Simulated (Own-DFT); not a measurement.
## Calculated data, Hf$_{36}$O$_{71}$ (tetragonal hafnia with one neutral oxygen vacancy, atoms displaced)

Computed with Own-DFT development build. A calculation, not a measurement: plane-wave PBE and HSE06 DFT by an unreviewed code, no spin, of a simulated cell at Gamma alone, so results move with cell size and shape, stress positive in tension, energies less offsets, not probed for a lower state with spin; hafnium file: forces about 75 meV/angstrom off all-electron values; oxygen file: force components 24 meV/angstrom off all-electron in a glass; k mesh not checked against a denser one; forces and stress are PBE's, HSE06 gives the energy alone, and its difference from PBE has offsets of its own; offsets are fitted by least squares, one for each functional and potential file, so energies compare only between cells with the same atoms and settings and are not formation energies; the far tail of each file's local potential was reset to the Coulomb form; each entry is a single point on an unrelaxed cell, so the pressure reflects the starting lattice, taken from the Materials Project, from which strain is counted, and rises with the displacements; printed positions are rounded, which can move forces by about a meV/angstrom; the program is a retired in-house code; no spin-orbit coupling.

Entry: Hf$_{36}$O$_{71}$ (tetragonal hafnia with one neutral oxygen vacancy, atoms displaced)

```
CELL_PARAMETERS angstrom
10.78000 0.00000 0.00000
0.00000 10.78000 0.00000
0.00000 0.00000 10.44930
ATOMIC_POSITIONS crystal
Hf 0.99271 0.99878 0.99826
Hf 0.16053 0.16489 0.25061
O 0.99724 0.16882 0.14931
O 0.16827 0.99980 0.34548
O 0.99634 0.16761 0.40433
O 0.16722 0.99994 0.09823
Hf 0.99936 0.99976 0.50198
Hf 0.17075 0.16629 0.74821
O 0.99301 0.16356 0.65676
O 0.16256 0.00411 0.84529
O 0.99835 0.16772 0.90162
O 0.16048 0.99759 0.59534
Hf 0.99818 0.33662 0.00222
Hf 0.16802 0.50551 0.24902
O 0.99843 0.50200 0.15330
O 0.16783 0.33532 0.34960
O 0.99851 0.50102 0.40400
O 0.17250 0.33421 0.09776
Hf 0.00095 0.33539 0.49962
Hf 0.16568 0.50276 0.75621
O 0.99810 0.50200 0.65651
O 0.16572 0.33609 0.84698
O 0.99925 0.50165 0.90054
O 0.16929 0.33592 0.59906
Hf 0.99641 0.66460 0.99909
Hf 0.16203 0.83305 0.24830
O 0.00532 0.83409 0.15480
O 0.16365 0.66330 0.34532
O 0.00349 0.82994 0.40197
O 0.17285 0.66871 0.09837
Hf 0.00253 0.66787 0.49937
Hf 0.16443 0.83194 0.74740
O 0.99878 0.83369 0.64422
O 0.16387 0.66777 0.84861
O 0.99693 0.83299 0.90334
O 0.16132 0.66687 0.59949
Hf 0.33621 0.99973 0.00114
Hf 0.50155 0.16793 0.24750
O 0.32955 0.16465 0.14829
O 0.49543 0.00062 0.35155
O 0.32990 0.16298 0.40012
O 0.49914 0.00323 0.10123
Hf 0.33579 0.99788 0.49850
Hf 0.49871 0.16408 0.75024
O 0.33771 0.17459 0.64934
O 0.50285 0.00024 0.84554
O 0.33026 0.17105 0.90404
O 0.50035 0.00016 0.60022
Hf 0.32901 0.33050 0.00517
Hf 0.49371 0.50169 0.25216
O 0.33272 0.49977 0.14866
O 0.49881 0.33891 0.35065
O 0.33645 0.49504 0.40852
O 0.49903 0.33331 0.09682
Hf 0.33737 0.33288 0.49969
Hf 0.49953 0.49986 0.75112
O 0.33236 0.50217 0.65415
O 0.50386 0.33477 0.84568
O 0.33845 0.49821 0.90451
O 0.50399 0.33108 0.59639
Hf 0.32495 0.66788 0.99867
Hf 0.50035 0.83207 0.24426
O 0.33315 0.83085 0.15070
O 0.49983 0.66533 0.34648
O 0.33461 0.83140 0.40283
O 0.50224 0.66768 0.09938
Hf 0.33497 0.66503 0.49994
Hf 0.50301 0.83451 0.75059
O 0.33047 0.83499 0.65688
O 0.50319 0.66594 0.84849
O 0.33231 0.82604 0.90356
O 0.49417 0.66777 0.59755
Hf 0.66488 0.00205 0.99747
Hf 0.83114 0.16080 0.25170
O 0.66221 0.16612 0.14709
O 0.83746 0.99318 0.34537
O 0.66598 0.17144 0.40395
O 0.83036 0.99746 0.09798
Hf 0.66248 0.00006 0.49619
Hf 0.83491 0.16450 0.75334
O 0.66996 0.16540 0.65192
O 0.83356 0.00209 0.85016
O 0.66638 0.16349 0.90776
O 0.83225 0.00033 0.59409
Hf 0.66974 0.33093 0.00238
Hf 0.83331 0.50372 0.24716
O 0.66392 0.49396 0.14934
O 0.83378 0.33400 0.34591
O 0.67042 0.50017 0.39852
O 0.83552 0.33329 0.10014
Hf 0.66538 0.33104 0.50103
Hf 0.83086 0.50076 0.74906
O 0.67149 0.49758 0.65682
O 0.82937 0.33522 0.84285
O 0.67050 0.49701 0.90674
O 0.83082 0.33509 0.59586
Hf 0.66073 0.66301 0.99738
Hf 0.82922 0.82841 0.25072
O 0.67209 0.83076 0.14512
O 0.83462 0.66289 0.34873
O 0.66855 0.83142 0.40420
O 0.83290 0.67273 0.09419
Hf 0.67031 0.67130 0.49864
Hf 0.83216 0.83167 0.75089
O 0.66375 0.83183 0.65265
O 0.83315 0.66780 0.84780
O 0.66734 0.83188 0.90204
```

* first functional: PBE
* second functional: HSE06
* exact exchange share: 0.25
* screening: 0.11 1/bohr
* exchange divergence: Gygi-Baldereschi
* potential files: PseudoDojo norm-conserving, scalar-relativistic, made for PBE, standard set
* wave cutoff: 48 hartree
* occupations: fixed
* k mesh: 1 x 1 x 1 centred on Gamma
* PBE energy of cell above offsets: -100.488 eV
* HSE06 less PBE above offsets: -0.113 eV
* PBE pressure: 1.07 GPa
* PBE stress xx: -0.4 GPa
* PBE stress yy: -1.06 GPa
* PBE stress zz: -1.75 GPa
* PBE stress yz: 0.23 GPa
* PBE stress xz: 0.11 GPa
* PBE stress xy: 0.04 GPa

Force:
```tsv
element	x (eV/Å)	y (eV/Å)	z (eV/Å)
Hf	1.123	0.647	0.114
Hf	0.857	0.339	0.037
O	-0.096	-0.235	0.483
O	-0.311	-0.183	0.145
O	0.212	-0.329	-0.348
O	-0.238	-0.096	-0.599
Hf	-0.606	-0.277	-0.434
Hf	-0.92	0.862	0.053
O	1.702	0.142	-0.528
O	0.449	-0.997	-0.095
O	-0.118	0.319	0.596
O	1.618	0.471	0.293
Hf	0.538	-0.84	-0.485
Hf	-0.196	-1.557	0.113
O	0.807	0.203	-0.547
O	-0.248	-0.088	-0.572
O	0.136	-0.088	-0.07
O	-2.319	0.093	0.453
Hf	-0.351	0.261	0.269
Hf	0.131	-0.849	-1.194
O	0.081	0.228	-0.352
O	-0.098	-0.484	0.209
O	0.062	-0.155	0.705
O	-0.58	-0.363	-0.22
Hf	0.309	0.417	0.041
Hf	1.045	0.473	0.565
O	-1.759	-0.162	-0.564
O	0.425	0.613	0.416
O	0.067	0.472	-0.234
O	-2.223	-0.342	0.341
Hf	-1	-0.278	0.37
Hf	-0.175	0.591	0.015
O	-0.5	-0.371	1.177
O	0.108	0.141	0.437
O	0.052	-0.118	-0.274
O	1.3	0.167	-0.093
Hf	-1.365	0.107	0.193
Hf	-1.29	0.676	0.18
O	0.603	-0.013	0.654
O	0.762	-0.282	-0.452
O	0.307	0.512	0.307
O	0.215	-0.477	-0.213
Hf	-0.749	0.054	-0.286
Hf	0.923	1.546	-0.248
O	-0.575	-0.867	0.356
O	-0.483	-0.218	0.79
O	0.312	-1.397	-0.767
O	-0.082	-0.089	-0.183
Hf	1.4	0.709	-0.783
Hf	1.198	-0.4	-0.678
O	-0.138	0.219	0.857
O	-0.086	-1.331	-0.497
O	-0.184	1.593	-0.974
O	-0.068	-0.458	0.28
Hf	-0.641	-0.931	0.292
Hf	-0.168	-0.223	0.097
O	0.129	-0.014	0.163
O	0.127	-0.754	-0.218
O	-0.472	0.427	-0.187
O	-0.543	0.294	0.355
Hf	2.094	-0.969	0.007
Hf	-0.375	-0.42	0.085
O	0.395	0.388	0.241
O	-0.241	0.732	0.07
O	0.019	0.031	0.137
O	-0.821	0.213	-0.025
Hf	-0.53	-0.13	0.412
Hf	-0.744	-1.017	0.131
O	0.359	0.213	-0.294
O	0.364	0.141	-0.241
O	0.081	1.911	-0.315
O	1.32	0.068	-0.149
Hf	0.347	-0.892	0.386
Hf	0.418	1.239	-0.021
O	0.965	-0.139	0.946
O	-0.537	0.738	0.041
O	-0.034	-1.713	-1
O	0.097	0.312	0.119
Hf	0.723	0.608	0.982
Hf	-0.376	0.855	-0.537
O	-0.852	-0.249	0.322
O	-0.03	-0.784	0.026
O	-0.04	0.5	-0.788
O	-0.66	-0.305	0.09
Hf	-0.698	0.726	-0.12
Hf	-1.212	-1.639	0.727
O	0.323	0.511	0.49
O	0.124	-0.401	-0.532
O	-0.245	0.538	0.889
O	-0.187	-0.056	-0.471
Hf	1.063	1.504	-0.08
Hf	0.561	-0.404	0.105
O	-1.343	0.947	-0.714
O	0.246	-0.623	0.893
O	-0.064	0.392	-0.384
O	0.713	-0.05	-0.135
Hf	0.204	0.056	0.121
Hf	0.984	0.007	-0.523
O	-1.362	0.307	1.125
O	-0.286	1.045	0.242
O	-0.073	0.551	-0.864
O	0.033	-0.546	0.418
Hf	-0.039	-1.801	0.667
Hf	0.223	0.153	-0.405
O	0.697	-0.301	-0.337
O	0.175	-0.05	-0.614
O	-0.198	0.491	-0.382
```
